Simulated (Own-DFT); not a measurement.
# Strain and stress in hexagonal WC, 64 atoms (C32W32)

The numbers are computed, not measured, by runs of the plane-wave DFT program Own-DFT (in-house, retired, unreviewed) at fixed positions, with no spin and no spin-orbit coupling.

Method: PBE; PseudoDojo norm-conserving scalar-relativistic files; cutoff 50 hartree; 4 x 4 x 4 k mesh centred on Gamma; cold (Marzari-Vanderbilt) smearing of 0.2 eV.

Keep in mind: forces on such cells moved up to 12 meV/angstrom on a denser k mesh; stress not checked against mesh or cutoff.

Unstrained cell vectors in Å: (5.833, -5.052, -2.839); (0.000, -5.052, 8.518); (-5.833, -5.052, -2.839). The unstrained cell was taken from the Materials Project. The random moves and any unrelaxed bonds add to the pressure at no strain. Each run strains this cell uniformly, with the atoms carried along. All atoms carry random offsets, Gaussian with a width of 0.05 Å per axis. Strain is the symmetric tensor, in per cent. Stress is positive in tension, and the pressure is minus a third of its trace.

| run | e_xx (%) | e_yy (%) | e_zz (%) | e_yz (%) | e_xz (%) | e_xy (%) | s_xx (GPa) | s_yy (GPa) | s_zz (GPa) | s_yz (GPa) | s_xz (GPa) | s_xy (GPa) | P (GPa) | E (meV/atom) |
|---|---|---|---|---|---|---|---|---|---|---|---|---|---|---|
| 1 | -0.57 | -1.15 | -1.56 | 0.16 | 1.03 | 1.02 | -17.88 | -18.80 | -27.95 | 1.01 | 7.43 | 6.20 | 21.54 | 49.1 |
| 2 | 1.33 | -0.69 | 0.13 | -1.47 | -0.20 | -1.90 | 2.20 | -8.39 | -5.14 | -8.90 | -1.69 | -9.22 | 3.78 | 25.3 |
| 3 | 0.66 | 1.25 | -0.83 | -0.93 | -0.48 | -0.50 | 0.03 | 2.16 | -12.41 | -5.22 | -2.96 | -2.99 | 3.41 | 19.6 |
| 4 | 0.83 | -0.32 | 1.45 | -0.70 | 1.13 | -0.63 | 1.07 | -4.71 | 5.52 | -4.51 | 6.43 | -3.45 | -0.63 | 25.3 |
| 5 | 0.86 | 0.98 | -1.87 | -0.22 | 1.40 | -1.10 | -1.35 | -0.86 | -22.82 | -1.16 | 8.32 | -5.55 | 8.34 | 27.7 |
| 6 | -1.96 | 0.68 | -0.78 | -1.76 | 0.85 | -1.94 | -23.14 | -8.61 | -20.72 | -11.10 | 5.43 | -9.29 | 17.49 | 82.4 |
| 7 | -1.14 | -1.01 | -1.57 | -0.15 | 1.91 | 0.52 | -21.37 | -21.60 | -30.29 | -0.89 | 13.11 | 3.90 | 24.42 | 80.6 |
| 8 | -1.59 | -1.35 | -1.93 | 0.74 | -0.73 | 1.20 | -28.09 | -24.93 | -35.60 | 4.94 | -4.99 | 7.26 | 29.54 | 85.9 |
| 9 | 1.51 | -0.97 | -1.74 | -0.54 | -0.47 | 0.96 | -0.98 | -13.68 | -23.98 | -2.98 | -2.93 | 4.98 | 12.88 | 37.6 |
| 10 | 1.75 | -0.38 | 0.97 | -1.52 | -1.28 | -1.46 | 6.42 | -5.00 | 1.84 | -9.23 | -7.21 | -7.06 | -1.09 | 45.7 |
| 11 | -0.92 | -0.29 | 1.30 | -0.19 | -0.33 | -0.46 | -10.16 | -7.35 | 2.93 | -1.24 | -2.36 | -2.29 | 4.86 | 0.0 |
| 12 | 1.57 | -1.69 | 1.99 | 1.26 | -0.95 | 1.72 | 4.49 | -11.69 | 9.97 | 7.72 | -5.91 | 9.29 | -0.92 | 25.4 |
| 13 | -1.93 | -1.59 | 0.07 | 0.29 | 0.60 | 0.66 | -24.74 | -22.64 | -13.88 | 1.94 | 4.43 | 2.83 | 20.42 | 37.1 |
| 14 | -1.54 | -0.11 | -1.70 | -1.66 | 1.70 | 1.83 | -23.20 | -14.87 | -29.79 | -11.98 | 12.02 | 10.39 | 22.62 | 68.4 |
| 15 | -1.13 | -0.94 | -0.11 | -0.10 | 1.81 | -1.41 | ? | ? | ? | ? | ? | ? | ? | ? |

E is the free energy for each atom above the lowest run shown.

## Fit

Regress every stress component on the fractional strains (shears doubled) of the visible runs, with a constant. Shear strains stay in the fit of a normal stress only where such slopes are resolved. The slopes, in GPa:

```
stress,at no strain,per e_xx,per e_yy,per e_zz,scatter
s_xx,-6.9,766 ± 22,262 ± 32,220 ± 23,1.04
s_yy,-6.9,233 ± 19,738 ± 27,203 ± 19,0.89
s_zz,-9.0,217 ± 29,214 ± 42,991 ± 30,1.37
```

The slope of each shear stress on twice its own strain, from a fit on all six strains: yz 332 ± 7, xz 319 ± 11, xy 257 ± 10 GPa. These are stiffnesses along x, y and z of the frame in which the cell vectors are given, which need not be the crystal's axes. These are clamped-ion slopes: internal relaxation, where symmetry allows it, would soften some. Symmetry asks for nearly equal slopes across the diagonal; the mismatch is a measure of noise. A ninth of the table's sum, 427 ± 13 GPa, estimates the bulk modulus near the mean pressure of these runs, 11.9 GPa, so it lies above the value at zero pressure.

## Withheld run

Q: what normal stresses and pressure should run 15 give?

The fit gives s_xx = -18.3, s_yy = -16.7, s_zz = -14.5 and P = 16.5 GPa. The run itself gave -17.08, -16.83, -13.01 and P = 15.64 GPa.
